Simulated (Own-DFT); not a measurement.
# Computed records: Hf$_{31}$O$_{64}$ (monoclinic hafnia with one vacancy, atoms displaced)

Computed with Own-DFT development build. A calculation, not a measurement: plane-wave density functional theory by an unreviewed code, no spin, of a simulated periodic cell, stress positive in tension, run twice, with PBE and with PBEsol, both on files made for PBE, so the change isn't that of files made for PBEsol, defect cell not probed for a lower state with spin; a neutral cation vacancy leaves holes that likely carry spin, which this run leaves out; hafnium file: forces about 75 meV/angstrom off all-electron values; oxygen file: force components 24 meV/angstrom off all-electron in one glass; forces on such cells passed a denser k mesh, this cell's mesh not checked; the far tail of each file's local potential was reset to the Coulomb form; each entry is a single point on an unrelaxed cell, so the pressure reflects the starting lattice, mostly measured values (interpolated for alloys), from which strain is counted, and rises with the displacements; printed positions are rounded, which can move forces by about a meV/angstrom; the program, named Own-DFT, is a retired in-house code; no spin-orbit coupling; stress was not checked against mesh or cutoff.

```yaml
- formula: Hf31O64
  kind: "monoclinic hafnia with one vacancy, atoms displaced"
  structure:
    cell_angstrom: [[10.234, 0.0, 0.0], [0.0, 10.35, 0.0], [-1.6955, 0.0, 10.4453]]
    atoms_fractional:
      - [Hf, 0.14178, 0.01817, 0.10353]
      - [Hf, 0.37162, 0.27957, 0.1517]
      - [Hf, 0.36741, 0.48787, 0.40191]
      - [Hf, 0.13955, 0.23312, 0.34303]
      - [O, 0.03538, 0.18264, 0.17454]
      - [O, 0.45115, 0.41807, 0.06989]
      - [O, 0.45891, 0.34349, 0.33624]
      - [O, 0.04631, 0.07482, 0.42365]
      - [O, 0.23683, 0.37325, 0.23589]
      - [O, 0.26426, 0.14984, 0.00456]
      - [O, 0.26764, 0.1157, 0.26137]
      - [O, 0.21448, 0.37038, 0.48317]
      - [Hf, 0.14394, 0.02728, 0.61006]
      - [Hf, 0.35322, 0.2702, 0.64537]
      - [Hf, 0.34461, 0.4902, 0.89892]
      - [Hf, 0.12956, 0.23076, 0.86831]
      - [O, 0.03193, 0.1563, 0.67914]
      - [O, 0.44543, 0.41463, 0.56516]
      - [O, 0.45245, 0.34465, 0.81497]
      - [O, 0.04548, 0.09617, 0.92525]
      - [O, 0.23265, 0.37738, 0.75729]
      - [O, 0.27498, 0.13041, 0.49769]
      - [O, 0.27532, 0.1164, 0.751]
      - [O, 0.21672, 0.36731, 0.9813]
      - [Hf, 0.13443, 0.52065, 0.09716]
      - [Hf, 0.37193, 0.76884, 0.14451]
      - [Hf, 0.34607, 0.96882, 0.39401]
      - [Hf, 0.14357, 0.72471, 0.36058]
      - [O, 0.04539, 0.65572, 0.17749]
      - [O, 0.45664, 0.9297, 0.05588]
      - [O, 0.46425, 0.84096, 0.32245]
      - [O, 0.02896, 0.58881, 0.45358]
      - [O, 0.22036, 0.87513, 0.25362]
      - [O, 0.27296, 0.62684, 0.99423]
      - [O, 0.27219, 0.61671, 0.25849]
      - [O, 0.23126, 0.88442, 0.49257]
      - [Hf, 0.14268, 0.51698, 0.59726]
      - [Hf, 0.36668, 0.75837, 0.65528]
      - [Hf, 0.37377, 0.97446, 0.89269]
      - [Hf, 0.14209, 0.7337, 0.86431]
      - [O, 0.04995, 0.64774, 0.67157]
      - [O, 0.46014, 0.91128, 0.58004]
      - [O, 0.46484, 0.83293, 0.8236]
      - [O, 0.04099, 0.5819, 0.92023]
      - [O, 0.2133, 0.86968, 0.73911]
      - [O, 0.27111, 0.63418, 0.51782]
      - [O, 0.25943, 0.61614, 0.75227]
      - [O, 0.21851, 0.87881, 0.98594]
      - [Hf, 0.64113, 0.01949, 0.09726]
      - [Hf, 0.86375, 0.27451, 0.16956]
      - [Hf, 0.86129, 0.48774, 0.40072]
      - [Hf, 0.64456, 0.23269, 0.34334]
      - [O, 0.53759, 0.1633, 0.17129]
      - [O, 0.97588, 0.42226, 0.08679]
      - [O, 0.97659, 0.3385, 0.33162]
      - [O, 0.5245, 0.07949, 0.43397]
      - [O, 0.73071, 0.37524, 0.23873]
      - [O, 0.77726, 0.13767, 0.01317]
      - [O, 0.76054, 0.12745, 0.24989]
      - [O, 0.73433, 0.36995, 0.48617]
      - [Hf, 0.64198, 0.02933, 0.60635]
      - [Hf, 0.87479, 0.24063, 0.65662]
      - [Hf, 0.85774, 0.46926, 0.90223]
      - [Hf, 0.63451, 0.24011, 0.83402]
      - [O, 0.52728, 0.17204, 0.66772]
      - [O, 0.96351, 0.41881, 0.56437]
      - [O, 0.97336, 0.33308, 0.8173]
      - [O, 0.52825, 0.09157, 0.91537]
      - [O, 0.73012, 0.36284, 0.74041]
      - [O, 0.77616, 0.13055, 0.50505]
      - [O, 0.77509, 0.12766, 0.76491]
      - [O, 0.72971, 0.37824, 0.99507]
      - [Hf, 0.63354, 0.52129, 0.0886]
      - [Hf, 0.86579, 0.75927, 0.15052]
      - [Hf, 0.86081, 0.98292, 0.401]
      - [Hf, 0.62889, 0.71194, 0.35907]
      - [O, 0.54052, 0.67294, 0.16293]
      - [O, 0.96458, 0.89955, 0.08257]
      - [O, 0.94712, 0.83816, 0.32148]
      - [O, 0.52776, 0.57971, 0.41758]
      - [O, 0.7093, 0.89064, 0.23861]
      - [O, 0.75578, 0.62957, 0.0095]
      - [O, 0.7744, 0.62135, 0.26581]
      - [O, 0.71839, 0.8691, 0.49124]
      - [Hf, 0.6421, 0.51284, 0.59185]
      - [Hf, 0.86461, 0.75948, 0.65034]
      - [Hf, 0.85389, 0.97282, 0.88865]
      - [O, 0.55353, 0.67239, 0.67611]
      - [O, 0.97003, 0.9274, 0.594]
      - [O, 0.95525, 0.83964, 0.8272]
      - [O, 0.54594, 0.58065, 0.91947]
      - [O, 0.72709, 0.87337, 0.74202]
      - [O, 0.77913, 0.62467, 0.51437]
      - [O, 0.78035, 0.61417, 0.75539]
      - [O, 0.71642, 0.8691, 0.99023]
  settings:
    functional: "PBE, then PBEsol"
    potential_files: "PseudoDojo norm-conserving, scalar-relativistic, standard set"
    "wave_cutoff [hartree]": 72.0
    occupations: Fermi-Dirac
    "smearing_width [eV]": 0.1
    k_mesh: "2 x 2 x 2 centred on Gamma"
  results:
    "PBE_pressure [GPa]": 9.87
    "PBE_stress_xx [GPa]": -11.74
    "PBE_stress_yy [GPa]": -8.72
    "PBE_stress_zz [GPa]": -9.15
    "PBE_stress_yz [GPa]": -0.02
    "PBE_stress_xz [GPa]": -0.04
    "PBE_stress_xy [GPa]": 0.79
    "PBEsol_pressure [GPa]": 3.51
    "PBEsol_stress_xx [GPa]": -5.33
    "PBEsol_stress_yy [GPa]": -2.45
    "PBEsol_stress_zz [GPa]": -2.75
    "PBEsol_stress_yz [GPa]": 0.03
    "PBEsol_stress_xz [GPa]": 0.25
    "PBEsol_stress_xy [GPa]": 0.79
    force_element: [Hf, Hf, Hf, Hf, O, O, O, O, O, O, O, O, Hf, Hf, Hf, Hf, O, O, O, O, O, O, O, O, Hf, Hf, Hf, Hf, O, O, O, O, O, O, O, O, Hf, Hf, Hf, Hf, O, O, O, O, O, O, O, O, Hf, Hf, Hf, Hf, O, O, O, O, O, O, O, O, Hf, Hf, Hf, Hf, O, O, O, O, O, O, O, O, Hf, Hf, Hf, Hf, O, O, O, O, O, O, O, O, Hf, Hf, Hf, O, O, O, O, O, O, O, O]
    "PBE_force_x [eV/angstrom]": [-0.726, -1.42, -4.807, 1.445, 0.428, 1.595, 2.913, -1.686, -1.655, 1.997, 0.951, 0.327, 1.032, -1.157, 2.703, 5.105, 2.06, 2.832, 2.689, -5.188, -1.337, 0.043, 0.065, 0.146, 1.919, -0.289, 2.949, -1.388, -2.295, 0.151, 0.8, 0.425, -0.419, 0.15, 0.922, -2.819, 0.34, 1.664, -1.865, -1.414, -4.484, 1.013, -0.719, -1.526, 0.676, 1.068, 2.349, 0.144, 0.498, 1.439, 1.212, -2.915, -1.495, -2.33, -1.803, 1.636, -2.135, -0.014, 2.537, -1.684, -2.327, -1.614, 1.039, -2.772, 1.095, -0.194, -2.84, 1.269, 0.004, -0.382, 0.16, -0.436, -0.127, -1.81, 0.398, 2.726, -1.172, 1.313, 1.967, 1.829, 0.702, 2.991, -0.476, 0.742, -0.328, -0.571, -1.787, -0.68, -1.493, 2.916, -2.227, 0.279, -1.217, 0.955, 1.412]
    "PBE_force_y [eV/angstrom]": [1.421, -2.295, -3.006, -0.842, -2.363, 1.1, -1.84, 0.535, 1.267, -2.316, -0.765, 0.415, -2.149, -0.211, -3.062, 2.004, -0.549, 0.946, -0.332, -5.743, -0.044, 0.635, 0.475, 2.979, -1.615, 1.364, 3.758, 0.94, 1.989, -2.574, -2.098, 3.173, -0.952, 2.566, 1.213, -3.371, -3.755, 2.094, 1.731, 0.274, 3.964, 0.014, -0.356, -0.118, 0.058, -0.035, 0.77, -0.405, 0.108, -1.09, -2.052, -0.324, 1.163, -1.14, 1.262, 1.208, 1.688, -0.533, -0.911, 0.211, -3.157, 5.632, 2.421, -0.482, -0.517, -2.266, 2.117, 0.79, 2.279, -0.364, -1.824, -1.227, -0.138, 1.071, -0.996, 5.739, 0.146, 1.775, -1.46, 0.466, -1.059, -0.123, 0.243, -0.436, -0.008, 1.449, -0.296, -1.635, -1.32, -2.181, -0.952, 1.987, -0.013, -1.51, 1.368]
    "PBE_force_z [eV/angstrom]": [-0.007, -1.182, -2.275, 2.332, -1.436, 0.396, -1.103, -0.692, 0.016, 2.925, -1.533, 0.419, -1.312, -0.38, -2.659, -3.681, 0.421, 2.341, 1.043, 1.91, -2.784, 1.48, 0.604, 2.412, 0.547, 0.122, 0.732, -0.276, 1.264, 5.078, -0.891, -5.335, -2.339, 3.294, 0.173, 0.877, 2.778, 1.24, -3.641, -3.059, 1.964, 0.371, -0.035, 0.137, -0.061, -2.236, 1.552, 1.49, -1.037, -4.542, -0.101, 2.073, 0.567, -0.925, 0.353, -0.803, 1.22, -0.536, 1.82, -0.171, -1.15, -2.266, -1.667, 3.851, 0.026, 2.341, 0.951, -0.353, -1.097, 0.047, -0.72, -0.425, 0.281, -1.488, -0.202, -1.675, 1.025, -1.049, 1.224, 1.099, 0.507, 0.736, -0.082, -0.087, 4.279, 1.13, 2.306, -2.15, -1.296, 0.11, -0.722, -1.199, -1.179, -0.399, 0.376]
    "PBEsol_force_x [eV/angstrom]": [-0.675, -1.409, -4.675, 1.425, 0.426, 1.515, 2.81, -1.638, -1.561, 1.848, 0.834, 0.373, 1.008, -1.115, 2.601, 5.013, 1.997, 2.739, 2.602, -5.02, -1.215, -0.027, 0.008, 0.2, 1.838, -0.251, 2.85, -1.293, -2.222, 0.159, 0.753, 0.423, -0.355, 0.08, 0.826, -2.683, 0.315, 1.636, -1.771, -1.325, -4.341, 0.964, -0.864, -1.441, 0.7, 0.96, 2.211, 0.178, 0.518, 1.402, 1.177, -2.787, -1.432, -2.251, -1.772, 1.612, -2.015, -0.094, 2.402, -1.596, -2.277, -1.601, 0.997, -2.69, 1.085, -0.179, -2.789, 1.225, 0.033, -0.426, 0.121, -0.351, -0.092, -1.757, 0.391, 2.681, -1.172, 1.272, 1.888, 1.806, 0.747, 2.86, -0.526, 0.784, -0.27, -0.618, -1.79, -0.706, -1.438, 2.82, -2.21, 0.416, -1.246, 0.956, 1.483]
    "PBEsol_force_y [eV/angstrom]": [1.438, -2.158, -3.03, -0.857, -2.265, 1.068, -1.779, 0.506, 1.205, -2.235, -0.761, 0.411, -2.086, -0.152, -3.056, 1.942, -0.533, 0.93, -0.372, -5.608, -0.031, 0.596, 0.474, 2.914, -1.544, 1.364, 3.647, 0.881, 1.957, -2.506, -2.095, 3.036, -0.923, 2.477, 1.203, -3.27, -3.586, 2.112, 1.618, 0.208, 3.869, 0.015, -0.271, -0.125, 0.043, -0.048, 0.761, -0.399, 0.139, -1.036, -2.055, -0.345, 1.168, -1.084, 1.194, 1.127, 1.588, -0.542, -0.842, 0.255, -3.042, 5.516, 2.324, -0.501, -0.485, -2.136, 2.007, 0.712, 2.181, -0.38, -1.752, -1.145, -0.065, 1.115, -1.022, 5.58, 0.163, 1.718, -1.427, 0.435, -1.005, -0.203, 0.258, -0.412, 0.074, 1.451, -0.371, -1.618, -1.259, -2.127, -1.051, 2.007, -0.05, -1.498, 1.453]
    "PBEsol_force_z [eV/angstrom]": [-0.044, -1.146, -2.205, 2.252, -1.31, 0.344, -1.135, -0.602, 0.019, 2.873, -1.483, 0.412, -1.306, -0.33, -2.588, -3.62, 0.456, 2.214, 0.946, 1.916, -2.687, 1.443, 0.545, 2.331, 0.501, 0.185, 0.741, -0.311, 1.272, 4.901, -0.923, -5.153, -2.239, 3.176, 0.186, 0.828, 2.684, 1.235, -3.536, -3.014, 1.933, 0.315, -0.113, 0.205, -0.051, -2.189, 1.512, 1.448, -1.02, -4.401, -0.014, 1.973, 0.613, -0.957, 0.27, -0.697, 1.224, -0.507, 1.766, -0.193, -1.184, -2.145, -1.611, 3.687, 0.092, 2.196, 0.915, -0.31, -1.023, 0.064, -0.745, -0.418, 0.171, -1.422, -0.167, -1.675, 1.065, -1.042, 1.134, 1.123, 0.476, 0.813, -0.057, -0.083, 4.143, 1.156, 2.237, -2.155, -1.313, 0.063, -0.53, -1.201, -1.165, -0.471, 0.442]
    "rms_change_of_force_components_from_PBE_to_PBEsol [eV/angstrom]": 0.072
```
